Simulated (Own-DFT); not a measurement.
AlGa$_{3}$N$_{4}$ (wurtzite random alloy, strained, atoms displaced) (calculated)

All values are calculated (Own-DFT development build). A calculation, not a measurement: plane-wave PBE density functional theory by an unreviewed code, no spin, of a simulated periodic cell, stress positive in tension, free energy of the whole cell less one offset for each atom, forces on such cells passed a denser k mesh, this cell's mesh not checked; offsets are fitted by least squares, one for each functional and potential file, so energies compare only between cells with the same atoms and settings and are not formation energies; the far tail of each file's local potential was reset to the Coulomb form; each entry is a single point on an unrelaxed cell, so the pressure reflects the starting lattice, mostly measured values, from which strain is counted, and rises with the displacements; printed positions are rounded, which can move forces by about a meV/angstrom; the program is a retired in-house code; no spin-orbit coupling.

Settings shared by all entries: functional PBE; potential files PseudoDojo norm-conserving, scalar-relativistic, standard set; wave cutoff 42 hartree; occupations Fermi-Dirac; smearing width 0.1 eV; k mesh 4 x 4 x 3 centred on Gamma.

(1) AlGa$_{3}$N$_{4}$ (wurtzite random alloy, strained, atoms displaced)

```cif
# cell vector a (Å): 9.5330 0.0000 0.0000
# cell vector b (Å): -4.7665 8.2558 0.0000
# cell vector c (Å): 0.0000 0.0000 10.2685
data_AlGa3N4
_symmetry_space_group_name_H-M 'P 1'
_symmetry_Int_Tables_number 1
_cell_length_a 9.5330
_cell_length_b 9.5330
_cell_length_c 10.2685
_cell_angle_alpha 90.000
_cell_angle_beta 90.000
_cell_angle_gamma 120.000
_cell_volume 808.16
loop_
_atom_site_label
_atom_site_type_symbol
_atom_site_fract_x
_atom_site_fract_y
_atom_site_fract_z
_atom_site_occupancy
Ga1 Ga 0.11286 0.21286 0.99576 1
Ga2 Ga 0.22120 0.11344 0.24430 1
N1 N 0.11465 0.22315 0.19264 1
N2 N 0.22801 0.11588 0.44402 1
Ga3 Ga 0.10804 0.22066 0.50704 1
Al1 Al 0.21971 0.10698 0.74851 1
N3 N 0.12658 0.22878 0.69528 1
N4 N 0.22283 0.10891 0.94315 1
Ga4 Ga 0.10762 0.55950 0.99756 1
Al2 Al 0.21827 0.43786 0.24766 1
N5 N 0.11258 0.56062 0.18544 1
N6 N 0.22565 0.45730 0.43061 1
Ga5 Ga 0.10808 0.55030 0.48815 1
Ga6 Ga 0.22146 0.44197 0.74933 1
N7 N 0.10613 0.56479 0.69003 1
N8 N 0.22080 0.44848 0.94700 1
Al3 Al 0.11004 0.89921 0.00380 1
Ga7 Ga 0.21500 0.76543 0.25605 1
N9 N 0.11919 0.88999 0.19338 1
N10 N 0.22123 0.78680 0.43627 1
Ga8 Ga 0.11536 0.89639 0.49213 1
Ga9 Ga 0.21650 0.78441 0.74649 1
N11 N 0.10898 0.87427 0.69796 1
N12 N 0.21362 0.77375 0.94563 1
Ga10 Ga 0.44879 0.21843 0.99651 1
Ga11 Ga 0.55894 0.12247 0.25438 1
N13 N 0.44172 0.22089 0.18783 1
N14 N 0.55596 0.09384 0.44606 1
Ga12 Ga 0.44118 0.21289 0.49363 1
Al4 Al 0.54960 0.10649 0.74940 1
N15 N 0.43922 0.22117 0.68619 1
N16 N 0.54512 0.09731 0.93831 1
Ga13 Ga 0.44354 0.55161 0.00041 1
Ga14 Ga 0.55758 0.45561 0.24195 1
N17 N 0.44524 0.54284 0.19457 1
N18 N 0.56369 0.44876 0.43169 1
Ga15 Ga 0.45399 0.55867 0.49737 1
Ga16 Ga 0.55202 0.43958 0.74947 1
N19 N 0.44798 0.56152 0.69272 1
N20 N 0.55219 0.44492 0.93985 1
Ga17 Ga 0.45329 0.89590 0.00223 1
Ga18 Ga 0.56073 0.78806 0.24371 1
N21 N 0.45045 0.88729 0.18709 1
N22 N 0.54491 0.77585 0.44169 1
Ga19 Ga 0.44146 0.88951 0.50404 1
Al5 Al 0.55430 0.76781 0.75126 1
N23 N 0.44573 0.89198 0.69248 1
N24 N 0.55865 0.78025 0.93716 1
Ga20 Ga 0.77434 0.22479 0.99879 1
Ga21 Ga 0.88550 0.10636 0.25848 1
N25 N 0.77179 0.22069 0.18150 1
N26 N 0.88917 0.10534 0.43312 1
Ga22 Ga 0.78078 0.22788 0.50302 1
Al6 Al 0.88506 0.12220 0.74816 1
N27 N 0.77588 0.21758 0.68435 1
N28 N 0.88994 0.11564 0.93629 1
Ga23 Ga 0.76936 0.55092 0.00621 1
Ga24 Ga 0.89243 0.45016 0.25794 1
N29 N 0.76982 0.55778 0.19724 1
N30 N 0.88495 0.44248 0.44460 1
Al7 Al 0.77907 0.54925 0.49997 1
Ga25 Ga 0.90090 0.45201 0.75059 1
N31 N 0.76402 0.54925 0.68785 1
N32 N 0.88803 0.44461 0.94098 1
Al8 Al 0.78240 0.89077 0.99806 1
Ga26 Ga 0.89005 0.78146 0.25080 1
N33 N 0.77905 0.89543 0.19571 1
N34 N 0.89085 0.77894 0.43467 1
Ga27 Ga 0.78417 0.88304 0.51041 1
Al9 Al 0.88550 0.77771 0.74681 1
N35 N 0.77277 0.88963 0.69039 1
N36 N 0.89428 0.77911 0.93267 1
```

- free energy of cell above offsets: 8.188 eV
- pressure: 6.92 GPa
- stress xx: -7.59 GPa
- stress yy: -6.59 GPa
- stress zz: -6.58 GPa
- stress yz: 0.37 GPa
- stress xz: -0.12 GPa
- stress xy: 1.09 GPa

Force:
```tsv
element	x (eV/Å)	y (eV/Å)	z (eV/Å)
Ga	-1.622	1.916	0.954
Ga	0.719	-0.302	1.102
N	-1.287	0.119	-0.651
N	-1.501	-0.04	-1.059
Ga	0.451	0.9	-1.222
Al	0.811	-0.549	0.477
N	-2.037	-2.114	-0.346
N	0.604	-0.379	-1.764
Ga	0.469	-0.214	0.361
Al	0.34	1.077	-0.496
N	0.505	-2.321	1.145
N	1.014	-1.95	0.344
Ga	-0.066	1.882	2.044
Ga	-0.361	2.209	0.981
N	2.518	-0.879	-1.515
N	0.363	-1.062	-1.081
Al	1.39	-2.353	-0.093
Ga	1.103	2.331	-1.483
N	-1.345	-0.119	-1.192
N	0.577	-1.337	1.036
Ga	-0.497	-0.856	1.264
Ga	4.478	-1.759	2.64
N	-5.367	3.997	-2.361
N	-0.081	2.299	-0.659
Ga	-0.725	0.309	0.709
Ga	0.164	-1.741	-0.219
N	0.413	0.602	-0.056
N	-0.678	3.723	-1.472
Ga	1.269	1.726	0.674
Al	0.107	0.354	-0.243
N	0.544	-1.368	0.87
N	0.626	3.137	-2.038
Ga	-0.879	0.918	0.569
Ga	1.59	-3.192	2.131
N	-4.644	2.605	-1.655
N	0.514	-0.795	1.176
Ga	-0.696	-0.301	0.124
Ga	-0.626	0.022	0.102
N	-0.213	-1.045	-0.636
N	0.748	-0.904	-0.249
Ga	-1.094	-3.228	0.201
Ga	0.061	-2.015	1.737
N	-1.882	0.895	0.597
N	1.796	0.538	-0.535
Ga	0.322	-2.243	0.651
Al	-1.139	2.008	0.271
N	0.538	-0.588	0.532
N	1.173	-0.134	0.048
Ga	0.447	-0.474	-0.438
Ga	-0.078	1.553	-2.637
N	0.84	0.887	2.027
N	-0.17	0.667	3.472
Ga	0.218	-1.974	-0.753
Al	1.701	-1.509	0.741
N	-0.803	0.637	1.724
N	0.001	-1.082	-0.54
Ga	0.946	0.975	-0.66
Ga	-0.405	-0.794	-1.813
N	2.583	0.618	-1.254
N	-0.202	0.455	-0.597
Al	-1.456	1.031	0.31
Ga	-2.587	-1.042	0.402
N	1.887	1.602	-0.767
N	-0.969	-0.148	-0.411
Al	-0.42	-0.032	-0.128
Ga	0.179	0.341	-0.544
N	1.112	-0.866	-2.58
N	0.437	-1.258	1.634
Ga	-1.934	0.123	-1.992
Al	0.224	-0.642	0.382
N	0.992	0.557	1.625
N	-1.014	0.595	1.079
```

(2) AlGa$_{3}$N$_{4}$ (wurtzite random alloy, strained, atoms displaced)

```cif
# cell vector a (Å): 9.5330 0.0000 0.0000
# cell vector b (Å): -4.7665 8.2558 0.0000
# cell vector c (Å): 0.0000 0.0000 10.2685
data_AlGa3N4
_symmetry_space_group_name_H-M 'P 1'
_symmetry_Int_Tables_number 1
_cell_length_a 9.5330
_cell_length_b 9.5330
_cell_length_c 10.2685
_cell_angle_alpha 90.000
_cell_angle_beta 90.000
_cell_angle_gamma 120.000
_cell_volume 808.16
loop_
_atom_site_label
_atom_site_type_symbol
_atom_site_fract_x
_atom_site_fract_y
_atom_site_fract_z
_atom_site_occupancy
Ga1 Ga 0.10782 0.21400 0.00041 1
Al1 Al 0.21722 0.11118 0.24685 1
N1 N 0.09984 0.21999 0.20052 1
N2 N 0.22050 0.11531 0.44286 1
Ga2 Ga 0.11107 0.22387 0.49516 1
Al2 Al 0.22810 0.11241 0.74730 1
N3 N 0.11034 0.22131 0.68943 1
N4 N 0.22789 0.11196 0.94250 1
Ga3 Ga 0.10739 0.56270 0.99580 1
Ga4 Ga 0.20854 0.43658 0.25221 1
N5 N 0.10182 0.56031 0.18575 1
N6 N 0.22511 0.44365 0.43845 1
Ga5 Ga 0.11854 0.55440 0.50270 1
Ga6 Ga 0.21352 0.44972 0.74964 1
N7 N 0.10660 0.55561 0.69143 1
N8 N 0.22884 0.44842 0.93771 1
Ga7 Ga 0.10467 0.88705 0.00423 1
Ga8 Ga 0.22347 0.77679 0.24861 1
N9 N 0.11476 0.88389 0.19091 1
N10 N 0.22665 0.78043 0.44215 1
Ga9 Ga 0.10871 0.88765 0.50545 1
Ga10 Ga 0.23023 0.77966 0.74927 1
N11 N 0.10316 0.88727 0.68314 1
N12 N 0.22175 0.77785 0.93798 1
Al3 Al 0.44710 0.22875 0.99930 1
Ga11 Ga 0.55130 0.10998 0.24862 1
N13 N 0.45074 0.22421 0.19086 1
N14 N 0.56330 0.11376 0.43851 1
Ga12 Ga 0.44048 0.22074 0.50260 1
Ga13 Ga 0.55373 0.11207 0.75316 1
N15 N 0.45253 0.21599 0.68398 1
N16 N 0.55960 0.11187 0.94308 1
Ga14 Ga 0.44107 0.56052 0.99695 1
Al4 Al 0.55251 0.44074 0.25636 1
N17 N 0.44305 0.54519 0.18971 1
N18 N 0.55102 0.44079 0.43734 1
Ga15 Ga 0.45768 0.55992 0.49831 1
Al5 Al 0.55403 0.45160 0.74788 1
N19 N 0.44660 0.55253 0.68995 1
N20 N 0.54952 0.44716 0.92812 1
Ga16 Ga 0.44407 0.88879 0.00499 1
Al6 Al 0.55356 0.77592 0.25132 1
N21 N 0.43682 0.89070 0.19588 1
N22 N 0.55857 0.78104 0.43563 1
Ga17 Ga 0.44666 0.89397 0.49911 1
Al7 Al 0.56936 0.78035 0.75492 1
N23 N 0.44960 0.89191 0.68710 1
N24 N 0.56158 0.77241 0.93592 1
Ga18 Ga 0.78506 0.23081 0.00396 1
Al8 Al 0.89062 0.10914 0.23808 1
N25 N 0.76571 0.20894 0.18804 1
N26 N 0.88718 0.11032 0.44196 1
Ga19 Ga 0.76950 0.21507 0.50310 1
Ga20 Ga 0.89296 0.11717 0.76199 1
N27 N 0.77649 0.21674 0.68425 1
N28 N 0.88435 0.10895 0.94581 1
Ga21 Ga 0.77418 0.55549 0.99681 1
Al9 Al 0.88347 0.44007 0.26161 1
N29 N 0.78326 0.56070 0.18951 1
N30 N 0.89169 0.44601 0.42761 1
Ga22 Ga 0.77075 0.55641 0.49183 1
Ga23 Ga 0.88164 0.44043 0.74793 1
N31 N 0.77443 0.55086 0.68506 1
N32 N 0.90446 0.44736 0.95060 1
Ga24 Ga 0.77476 0.89169 0.00029 1
Ga25 Ga 0.89171 0.77594 0.24571 1
N33 N 0.77588 0.88898 0.18598 1
N34 N 0.88481 0.77273 0.43815 1
Ga26 Ga 0.77995 0.90615 0.50106 1
Ga27 Ga 0.89159 0.78418 0.74053 1
N35 N 0.77470 0.88678 0.69405 1
N36 N 0.88709 0.78059 0.94155 1
```

- free energy of cell above offsets: 6.906 eV
- pressure: 6.45 GPa
- stress xx: -6.08 GPa
- stress yy: -5.68 GPa
- stress zz: -7.61 GPa
- stress yz: 0.63 GPa
- stress xz: -0.68 GPa
- stress xy: -1.38 GPa

Force:
```tsv
element	x (eV/Å)	y (eV/Å)	z (eV/Å)
Ga	0.194	1.586	0.117
Al	0.993	-0.174	0.811
N	2.14	-0.935	-1.728
N	0.668	-0.95	-1.77
Ga	-0.586	-0.106	1.091
Al	-0.525	0.005	0.033
N	0.847	-0.056	0.554
N	0.161	0.079	-0.953
Ga	3.328	0.519	1.598
Ga	0.373	2.179	-0.638
N	0.598	-1.514	0.869
N	0.289	0.556	0.392
Ga	-1.175	0.351	-0.672
Ga	2.123	-0.971	0.15
N	-0.485	0.406	-0.447
N	-1.722	-1.067	0.301
Ga	0.83	-0.003	-0.605
Ga	-0.547	-0.885	1.3
N	-1.217	2.244	0.109
N	-0.487	-0.287	-0.175
Ga	0.038	-0.182	-2.305
Ga	-0.87	0.251	-0.189
N	1.932	1.534	2.289
N	0.065	1.096	-0.153
Al	0.546	-0.111	0.245
Ga	0.418	-0.063	0.705
N	-2.362	0.524	-0.79
N	-2.07	-0.352	-0.431
Ga	0.733	-0.335	-1.007
Ga	1.428	-0.672	0.337
N	-2.818	1.532	1.589
N	-0.995	0.735	-0.021
Ga	1.013	-0.933	1.106
Al	0.483	0.458	-1.573
N	-0.549	1.192	0.49
N	0.489	-0.425	-0.52
Ga	-1.79	0.264	0.52
Al	1.188	-1.225	-0.48
N	-0.672	1.309	-0.116
N	1.091	-1.116	0.979
Ga	0.21	-0.014	-0.377
Al	0.06	-0.221	-0.476
N	2.531	-0.989	-0.935
N	-0.049	-0.038	-0.284
Ga	0.285	-0.435	-0.003
Al	-2.139	-0.883	-0.982
N	1.043	-0.869	0.921
N	-1.627	1.297	-0.127
Ga	-0.76	-0.788	0.248
Al	-2.538	-1.047	2.001
N	1.79	1.764	1.004
N	0.109	1.79	-2.27
Ga	1.417	1.643	-1.048
Ga	0.026	-0.547	-1.764
N	0.018	0.469	1.914
N	0.542	0.801	-0.112
Ga	0.16	-0.08	0.486
Al	0.04	0.157	-4.685
N	-0.774	-2.427	0.338
N	-0.017	-0.331	4.058
Ga	1.546	-0.508	0.75
Ga	0.25	0.052	0.494
N	-0.932	0.284	0.353
N	-4.181	-1.28	-2.899
Ga	0.65	-0.953	0.276
Ga	-0.623	0.491	0.798
N	-0.438	0.076	1.044
N	-0.377	1.573	-0.045
Ga	0.826	-2.885	0.392
Ga	-0.265	-1.546	1.436
N	-0.112	1.165	-0.535
N	0.229	-0.179	-0.985
```

(3) AlGa$_{3}$N$_{4}$ (wurtzite random alloy, strained, atoms displaced)

```cif
# cell vector a (Å): 9.5330 0.0000 0.0000
# cell vector b (Å): -4.7665 8.2558 0.0000
# cell vector c (Å): 0.0000 0.0000 10.2685
data_AlGa3N4
_symmetry_space_group_name_H-M 'P 1'
_symmetry_Int_Tables_number 1
_cell_length_a 9.5330
_cell_length_b 9.5330
_cell_length_c 10.2685
_cell_angle_alpha 90.000
_cell_angle_beta 90.000
_cell_angle_gamma 120.000
_cell_volume 808.16
loop_
_atom_site_label
_atom_site_type_symbol
_atom_site_fract_x
_atom_site_fract_y
_atom_site_fract_z
_atom_site_occupancy
Ga1 Ga 0.10966 0.21941 0.00244 1
Ga2 Ga 0.22476 0.10796 0.25321 1
N1 N 0.11244 0.23037 0.18245 1
N2 N 0.22261 0.10918 0.44705 1
Al1 Al 0.11383 0.22955 0.49734 1
Ga3 Ga 0.22756 0.11459 0.75719 1
N3 N 0.11468 0.22762 0.69033 1
N4 N 0.22017 0.11857 0.93872 1
Ga4 Ga 0.11337 0.56188 0.00001 1
Ga5 Ga 0.22828 0.43990 0.24581 1
N5 N 0.10830 0.54828 0.18766 1
N6 N 0.22439 0.43833 0.43776 1
Ga6 Ga 0.11283 0.55887 0.50434 1
Ga7 Ga 0.22581 0.44191 0.74935 1
N7 N 0.10098 0.54692 0.68404 1
N8 N 0.22766 0.44746 0.93782 1
Al2 Al 0.11081 0.89697 0.99957 1
Ga8 Ga 0.22550 0.78550 0.25014 1
N9 N 0.11572 0.89535 0.18711 1
N10 N 0.21585 0.77839 0.44787 1
Ga9 Ga 0.11136 0.88044 0.50450 1
Ga10 Ga 0.22535 0.77622 0.75590 1
N11 N 0.11259 0.89171 0.69263 1
N12 N 0.22739 0.77682 0.93622 1
Al3 Al 0.44149 0.21701 0.99802 1
Ga11 Ga 0.54916 0.10857 0.24779 1
N13 N 0.45414 0.23121 0.18858 1
N14 N 0.55719 0.11864 0.44184 1
Ga12 Ga 0.44948 0.22729 0.49897 1
Ga13 Ga 0.55417 0.11065 0.74961 1
N15 N 0.44782 0.22652 0.68964 1
N16 N 0.55450 0.10945 0.94161 1
Ga14 Ga 0.44515 0.55750 0.99728 1
Ga15 Ga 0.55939 0.44272 0.25535 1
N17 N 0.44787 0.56429 0.19018 1
N18 N 0.56148 0.45099 0.43592 1
Ga16 Ga 0.45076 0.55680 0.49959 1
Ga17 Ga 0.55685 0.44083 0.75136 1
N19 N 0.43406 0.54098 0.68140 1
N20 N 0.55844 0.44405 0.94633 1
Ga18 Ga 0.44208 0.88661 0.00850 1
Ga19 Ga 0.55917 0.76656 0.25505 1
N21 N 0.44152 0.88584 0.18417 1
N22 N 0.55867 0.77605 0.44132 1
Al4 Al 0.44362 0.87985 0.50186 1
Ga20 Ga 0.55866 0.77692 0.74233 1
N23 N 0.44038 0.88535 0.69303 1
N24 N 0.55277 0.77615 0.93671 1
Ga21 Ga 0.77642 0.22004 0.99621 1
Ga22 Ga 0.89238 0.11915 0.24917 1
N25 N 0.77112 0.22521 0.18849 1
N26 N 0.89042 0.11457 0.43539 1
Al5 Al 0.77357 0.21683 0.49816 1
Ga23 Ga 0.89096 0.10975 0.73583 1
N27 N 0.78170 0.22570 0.69876 1
N28 N 0.89913 0.12044 0.94456 1
Al6 Al 0.77781 0.55580 0.00309 1
Ga24 Ga 0.87827 0.43890 0.24914 1
N29 N 0.78135 0.55456 0.19343 1
N30 N 0.89019 0.45683 0.44698 1
Al7 Al 0.77818 0.56289 0.49645 1
Ga25 Ga 0.89850 0.44299 0.74485 1
N31 N 0.77558 0.54235 0.68033 1
N32 N 0.89654 0.44558 0.94082 1
Ga26 Ga 0.78106 0.88712 0.99571 1
Ga27 Ga 0.89410 0.76957 0.24259 1
N33 N 0.76835 0.87903 0.19101 1
N34 N 0.89578 0.78398 0.43731 1
Al8 Al 0.77310 0.89464 0.49752 1
Al9 Al 0.88882 0.77182 0.74546 1
N35 N 0.78038 0.88969 0.68365 1
N36 N 0.89303 0.78025 0.93935 1
```

* free energy of cell above offsets: 6.616 eV
* pressure: 6.21 GPa
* stress xx: -5.85 GPa
* stress yy: -5.98 GPa
* stress zz: -6.81 GPa
* stress yz: -0.64 GPa
* stress xz: 0.68 GPa
* stress xy: -1.25 GPa

Force:
```tsv
element	x (eV/Å)	y (eV/Å)	z (eV/Å)
Ga	-0.212	1.851	-0.876
Ga	-0.579	1.461	0.504
N	0.899	-1.89	1.662
N	-0.704	0.66	-0.767
Al	0.646	-1.287	0.727
Ga	-0.648	-0.122	-1.847
N	0.313	-1.21	-1.61
N	2.203	-1.384	1.346
Ga	0.753	-1.053	0.349
Ga	-1.142	1.454	0.703
N	-0.272	1.084	0.821
N	-0.396	0.887	-0.029
Ga	0.173	-1.043	-1.642
Ga	-1.415	0.355	0.669
N	2.849	1.958	1.102
N	-0.506	-0.28	0.072
Al	0.892	-0.617	-0.582
Ga	0.145	-1.984	0.431
N	0.046	-0.46	-1.289
N	3.496	0.081	-1.592
Ga	-1.767	1.869	0.552
Ga	-0.928	-0.571	-1.224
N	-0.388	-0.785	0.744
N	-1.797	1.344	1.506
Al	0.205	1.01	0.437
Ga	0.827	-0.088	0.447
N	-1.242	-1.362	-1.063
N	1.283	-2.101	-0.006
Ga	-0.852	-0.019	0.493
Ga	0.361	0.018	0.382
N	-0.026	-0.95	0.039
N	-1.094	0.12	-0.118
Ga	0.224	-0.07	0.492
Ga	-0.794	0.98	-1.356
N	0.835	-2.437	-0.664
N	0.608	-0.087	1.1
Ga	-0.839	-0.986	-0.491
Ga	0.127	0.829	0.413
N	1.47	1.864	1.044
N	0.581	-0.532	-0.408
Ga	0.714	0.049	-2.602
Ga	-1.336	1.888	-0.273
N	0.53	0.191	2.885
N	-0.893	1.18	0.697
Al	-1.114	1.099	0.103
Ga	-0.496	-0.707	1.133
N	0.871	0.301	-1.911
N	0.627	0.64	-0.514
Ga	0.334	0.572	0.278
Ga	-0.408	-0.982	-0.917
N	0.663	-1.186	-0.036
N	-0.275	0.039	1.625
Al	0.022	1.893	0.478
Ga	0.218	0.594	2.194
N	-0.463	-1.703	-2.486
N	-1.16	-1.949	-1.475
Al	0.748	-0.31	-0.471
Ga	2.172	0.639	1.253
N	-1.017	-0.15	-2.075
N	-0.051	-2.128	-0.846
Al	0.637	-0.018	0.135
Ga	-2.251	-0.173	1.69
N	-0.727	2.251	0.726
N	-1.995	0.486	-0.346
Ga	-1.247	0.724	0.586
Ga	-1.244	1.716	1.444
N	1.766	1.549	-0.531
N	-1.73	-0.566	0.38
Al	2.177	-0.245	-0.566
Al	0.12	-0.057	0.091
N	0.679	-1.081	-0.464
N	0.797	-1.066	-0.66
```

(4) AlGa$_{3}$N$_{4}$ (wurtzite random alloy, strained, atoms displaced)

```cif
# cell vector a (Å): 9.5330 0.0000 0.0000
# cell vector b (Å): -4.7665 8.2558 0.0000
# cell vector c (Å): 0.0000 0.0000 10.2685
data_AlGa3N4
_symmetry_space_group_name_H-M 'P 1'
_symmetry_Int_Tables_number 1
_cell_length_a 9.5330
_cell_length_b 9.5330
_cell_length_c 10.2685
_cell_angle_alpha 90.000
_cell_angle_beta 90.000
_cell_angle_gamma 120.000
_cell_volume 808.16
loop_
_atom_site_label
_atom_site_type_symbol
_atom_site_fract_x
_atom_site_fract_y
_atom_site_fract_z
_atom_site_occupancy
Al1 Al 0.10847 0.22799 0.00391 1
Ga1 Ga 0.21517 0.11278 0.25065 1
N1 N 0.10804 0.21926 0.18317 1
N2 N 0.21376 0.10572 0.43537 1
Ga2 Ga 0.12038 0.22212 0.49980 1
Ga3 Ga 0.23191 0.11958 0.75654 1
N3 N 0.11197 0.22795 0.68540 1
N4 N 0.22806 0.11883 0.93604 1
Ga4 Ga 0.10513 0.54533 0.00819 1
Ga5 Ga 0.23176 0.44360 0.25577 1
N5 N 0.11923 0.55941 0.19215 1
N6 N 0.20683 0.43412 0.43573 1
Ga6 Ga 0.11129 0.54867 0.50189 1
Al2 Al 0.22641 0.44355 0.75954 1
N7 N 0.11190 0.55909 0.69034 1
N8 N 0.21941 0.45098 0.93210 1
Ga7 Ga 0.10799 0.88593 0.99757 1
Ga8 Ga 0.21876 0.77885 0.24622 1
N9 N 0.10695 0.88265 0.18999 1
N10 N 0.22992 0.77834 0.44349 1
Ga9 Ga 0.11643 0.89576 0.49666 1
Ga10 Ga 0.21996 0.77932 0.74478 1
N11 N 0.10707 0.89037 0.68326 1
N12 N 0.22369 0.78324 0.94397 1
Ga11 Ga 0.43876 0.21155 0.00614 1
Ga12 Ga 0.56009 0.10412 0.25277 1
N13 N 0.44107 0.22579 0.18548 1
N14 N 0.54648 0.10865 0.44943 1
Al3 Al 0.44654 0.21553 0.50019 1
Al4 Al 0.55759 0.11846 0.75336 1
N15 N 0.44365 0.21756 0.68681 1
N16 N 0.56533 0.11640 0.93787 1
Al5 Al 0.43573 0.54551 0.00538 1
Ga13 Ga 0.55571 0.44460 0.24420 1
N17 N 0.44510 0.55347 0.18489 1
N18 N 0.54552 0.44696 0.43817 1
Ga14 Ga 0.44198 0.57079 0.49695 1
Ga15 Ga 0.56046 0.45123 0.75638 1
N19 N 0.43436 0.55045 0.68167 1
N20 N 0.55015 0.45154 0.94114 1
Al6 Al 0.44849 0.89503 0.00218 1
Al7 Al 0.55483 0.77688 0.24978 1
N21 N 0.45030 0.88436 0.18543 1
N22 N 0.54735 0.77323 0.42920 1
Ga16 Ga 0.44704 0.89002 0.50074 1
Ga17 Ga 0.54940 0.77566 0.74306 1
N23 N 0.45575 0.89556 0.70195 1
N24 N 0.54800 0.77801 0.93958 1
Ga18 Ga 0.77869 0.21557 0.99982 1
Ga19 Ga 0.89013 0.11016 0.24562 1
N25 N 0.77153 0.22404 0.19067 1
N26 N 0.88928 0.11176 0.43890 1
Ga20 Ga 0.77968 0.21953 0.50485 1
Al8 Al 0.88777 0.11236 0.75531 1
N27 N 0.77802 0.22909 0.69016 1
N28 N 0.88278 0.10720 0.93671 1
Ga21 Ga 0.77681 0.54759 0.99653 1
Ga22 Ga 0.89588 0.45821 0.24801 1
N29 N 0.76138 0.54829 0.19281 1
N30 N 0.88340 0.44050 0.44500 1
Ga23 Ga 0.77922 0.55668 0.50481 1
Ga24 Ga 0.89636 0.45168 0.75594 1
N31 N 0.77408 0.55354 0.68393 1
N32 N 0.88034 0.43732 0.94054 1
Ga25 Ga 0.77993 0.87913 0.99547 1
Ga26 Ga 0.89028 0.76775 0.24819 1
N33 N 0.76866 0.88117 0.19237 1
N34 N 0.88752 0.78254 0.43213 1
Al9 Al 0.78017 0.89209 0.50017 1
Ga27 Ga 0.88131 0.77100 0.75516 1
N35 N 0.77096 0.87961 0.68703 1
N36 N 0.88827 0.77771 0.93926 1
```

* free energy of cell above offsets: 6.592 eV
* pressure: 6.11 GPa
* stress xx: -5.91 GPa
* stress yy: -3.89 GPa
* stress zz: -8.52 GPa
* stress yz: 0.14 GPa
* stress xz: 1.55 GPa
* stress xy: 0.92 GPa

Force:
```tsv
element	x (eV/Å)	y (eV/Å)	z (eV/Å)
Al	0.51	-0.679	-1.756
Ga	1.238	-0.615	-0.502
N	-0.228	0.845	-0.192
N	2.115	1.476	0.053
Ga	-1.578	-0.286	0.604
Ga	-1.127	-0.866	-1.992
N	-0.425	-0.227	1.936
N	-1.848	-0.415	1.872
Ga	-0.407	1.881	-1.171
Ga	-0.922	-0.106	-0.892
N	-0.341	-0.922	0.083
N	1.48	0.951	0.33
Ga	-1.349	0.738	0.116
Al	-0.932	0.19	-3.134
N	1.313	-0.784	0.505
N	1.154	-1.624	2.45
Ga	0.412	0.801	0.231
Ga	1.716	0.515	1.045
N	-0.194	1.077	-0.721
N	-1.194	-0.524	-0.853
Ga	-0.409	-1.948	0.271
Ga	0.404	0.701	0.895
N	0.037	0.224	1.233
N	0.733	-0.606	-0.315
Ga	0.77	1.156	-1.263
Ga	-1.647	0.309	0.445
N	0.411	-1.464	1.539
N	1.48	0.279	-1.583
Al	-2.204	1.984	0.14
Al	0.603	-0.382	-0.374
N	0.732	0.724	-0.081
N	-1.541	-1.123	-0.096
Al	-0.431	2.16	-1.168
Ga	-1.721	-1.118	2.181
N	-0.641	0.889	0.239
N	0.872	-1.166	0.244
Ga	0.708	-3.119	0.227
Ga	-0.974	-0.865	-1.479
N	0.094	0.071	1.413
N	0.653	-0.851	0.303
Al	0.143	-0.673	-0.991
Al	0.169	-0.532	-1.034
N	-0.81	0.254	0.194
N	1.135	2.47	0.564
Ga	0.063	-0.196	1.043
Ga	1.004	-0.917	1.811
N	-2.16	1.054	-1.78
N	0.575	-1.012	0.395
Ga	-0.778	0.334	0.805
Ga	-1.027	-0.512	0.781
N	1.658	0.741	-0.269
N	0.195	-0.929	0.084
Ga	-0.405	0.229	-0.418
Al	0.045	-0.16	-1.758
N	0.567	-1.153	1.388
N	2.204	0.387	0.177
Ga	-1.566	0.602	1.091
Ga	-0.362	-1.768	1.216
N	3.388	1.287	-1.924
N	0.394	0.641	-1.128
Ga	-1.058	0.118	-2.027
Ga	-0.465	-0.6	-1.336
N	0.488	0.142	2.318
N	1.248	0.445	0.415
Ga	-2.917	0.582	1.265
Ga	-1.866	0.817	0.248
N	0.839	0.353	-0.73
N	0.084	-0.25	1.492
Al	0.022	-0.452	-0.632
Ga	0.558	0.847	-1.723
N	0.206	1.804	-0.36
N	1.108	-1.237	0.038
```
